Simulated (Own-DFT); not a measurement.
# How strain changes the stress of wurtzite GaN, 96 atoms (Ga48N48)

Source: density functional calculations with Own-DFT, an unreviewed in-house program that is no longer used. Nothing was measured or relaxed, and spin and spin-orbit coupling are left out.

Common settings: PBE; PseudoDojo norm-conserving scalar-relativistic files; cutoff 42 hartree; 3 x 4 x 3 k mesh centred on Gamma; Fermi-Dirac smearing of 0.1 eV.

Caveats: forces on such cells passed a denser k mesh, each cell not checked; stress not checked against mesh or cutoff.

Unstrained cell vectors in Å: (12.756, 0.000, 0.000); (-4.783, 8.285, 0.000); (0.000, 0.000, 10.370). The unstrained cell has measured lattice constants (interpolated for alloys), not those of this functional. That, the random moves and any unrelaxed bonds set the pressure at no strain. A uniform strain is put on this cell, atoms riding along. All atoms carry random offsets, Gaussian with a width of 0.05 Å per axis. Stress is counted positive in tension, P = -(s_xx + s_yy + s_zz)/3, and strain components are those of the symmetric tensor.

| run | e_xx (%) | e_yy (%) | e_zz (%) | e_yz (%) | e_xz (%) | e_xy (%) | s_xx (GPa) | s_yy (GPa) | s_zz (GPa) | s_yz (GPa) | s_xz (GPa) | s_xy (GPa) | P (GPa) | E (meV/atom) |
|---|---|---|---|---|---|---|---|---|---|---|---|---|---|---|
| 1 | 0.16 | -0.56 | 2.00 | 1.64 | 0.88 | -1.18 | -6.69 | -9.16 | 0.72 | 3.53 | 2.33 | -4.60 | 5.05 | 7.0 |
| 2 | -0.33 | -1.16 | -1.42 | -1.48 | -0.31 | 1.50 | -11.65 | -14.35 | -15.09 | -3.60 | -0.92 | 3.79 | 13.70 | 24.1 |
| 3 | -0.93 | -0.44 | 0.50 | 1.87 | -1.87 | -1.02 | -11.70 | -8.88 | -6.66 | 4.06 | -3.46 | -2.53 | 9.08 | 6.1 |
| 4 | -1.99 | 0.85 | -0.11 | 0.71 | 1.29 | -0.78 | -15.55 | -6.01 | -10.00 | 1.31 | 2.42 | 0.24 | 10.52 | 28.2 |
| 5 | 1.75 | -1.15 | -1.24 | -1.64 | -1.34 | 1.67 | -2.42 | -12.51 | -13.06 | -3.43 | -3.14 | 4.16 | 9.33 | 27.0 |
| 6 | -1.18 | -1.24 | -0.99 | 1.43 | -0.63 | -0.79 | -14.50 | -15.74 | -14.96 | 3.50 | -1.54 | -2.47 | 15.06 | 37.0 |
| 7 | 1.24 | 0.80 | 0.84 | 1.00 | 1.09 | 0.51 | -0.72 | -2.65 | -3.51 | 2.58 | 1.43 | 1.40 | 2.29 | 0.0 |
| 8 | 0.61 | -1.07 | 0.20 | 0.37 | -0.81 | 1.21 | -5.38 | -12.26 | -6.92 | 1.11 | -1.33 | 3.20 | 8.19 | 4.7 |
| 9 | 0.98 | 0.36 | -1.64 | 0.21 | 0.71 | 1.97 | -4.29 | -6.54 | -14.52 | -0.55 | 2.11 | 6.20 | 8.45 | 16.0 |
| 10 | -0.74 | -0.34 | -0.88 | 0.32 | 1.05 | 0.17 | -12.75 | -11.03 | -12.00 | 0.36 | 2.25 | 0.26 | 11.93 | 28.6 |
| 11 | -1.49 | -0.87 | 0.21 | 1.01 | 0.52 | 1.77 | -16.94 | -12.51 | -7.94 | 2.25 | 1.83 | 5.23 | 12.46 | 34.3 |
| 12 | 1.95 | -1.16 | 0.94 | 1.06 | 0.38 | 0.43 | 0.03 | -10.77 | -3.55 | 2.35 | 0.77 | 1.45 | 4.76 | 8.7 |
| 13 | 0.38 | -0.16 | -0.45 | -1.47 | -1.50 | -0.11 | -6.27 | -8.70 | -10.34 | -2.43 | -4.04 | -0.43 | 8.44 | 19.5 |
| 14 | -1.76 | 0.47 | 1.48 | 1.25 | 1.98 | -0.59 | -14.70 | -6.58 | -2.09 | 2.30 | 4.41 | -1.54 | 7.79 | 18.2 |
| 15 | -1.08 | 1.08 | -1.74 | 0.90 | -1.58 | 1.07 | -11.86 | -5.10 | -17.67 | 1.64 | -3.20 | 2.64 | 11.54 | 26.1 |
| 16 | 1.81 | 0.04 | -1.44 | 1.19 | 0.64 | 0.35 | ? | ? | ? | ? | ? | ? | ? | ? |

E is the free energy per atom, counted from the lowest run shown.

## Working it out

Each stress component was fitted by least squares to a constant and the strains of the runs shown, as fractions, with shears doubled. Shear strains stay in the fit of a normal stress only where such slopes are resolved. The slopes, in GPa:

| stress | at no strain | per e_xx | per e_yy | per e_zz | scatter |
|---|---|---|---|---|---|
| s_xx | -7.8 | 454 ± 15 | 128 ± 23 | 55 ± 15 | 0.67 |
| s_yy | -7.9 | 83 ± 11 | 450 ± 18 | 73 ± 12 | 0.52 |
| s_zz | -8.3 | 64 ± 14 | 22 ± 21 | 463 ± 14 | 0.62 |

The slope of each shear stress on twice its own strain, from a fit on all six strains: yz 103 ± 7, xz 104 ± 6, xy 138 ± 16 GPa. These are stiffnesses along x, y and z of the frame in which the cell vectors are given, with the crystal's c axis along z: C11, C12, C13 and C33. Hexagonal symmetry asks that xx and yy behave alike, which is a second check on the noise. No internal relaxation is included, and where it is allowed it would reduce some of the slopes. Slopes across the diagonal should nearly agree, so their difference gauges the noise. A ninth of the table's sum, 199 ± 4 GPa, estimates the bulk modulus near the mean pressure of these runs, 9.2 GPa, so it lies above the value at zero pressure.

## Prediction

Asked: what normal stresses and pressure should run 16 give?

The fit gives s_xx = -0.3, s_yy = -7.2, s_zz = -13.8 and P = 7.1 GPa. The run itself gave -1.41, -5.39, -15.16 and P = 7.32 GPa. The miss is larger than the scatter suggests: chance, or a term that the fit lacks.
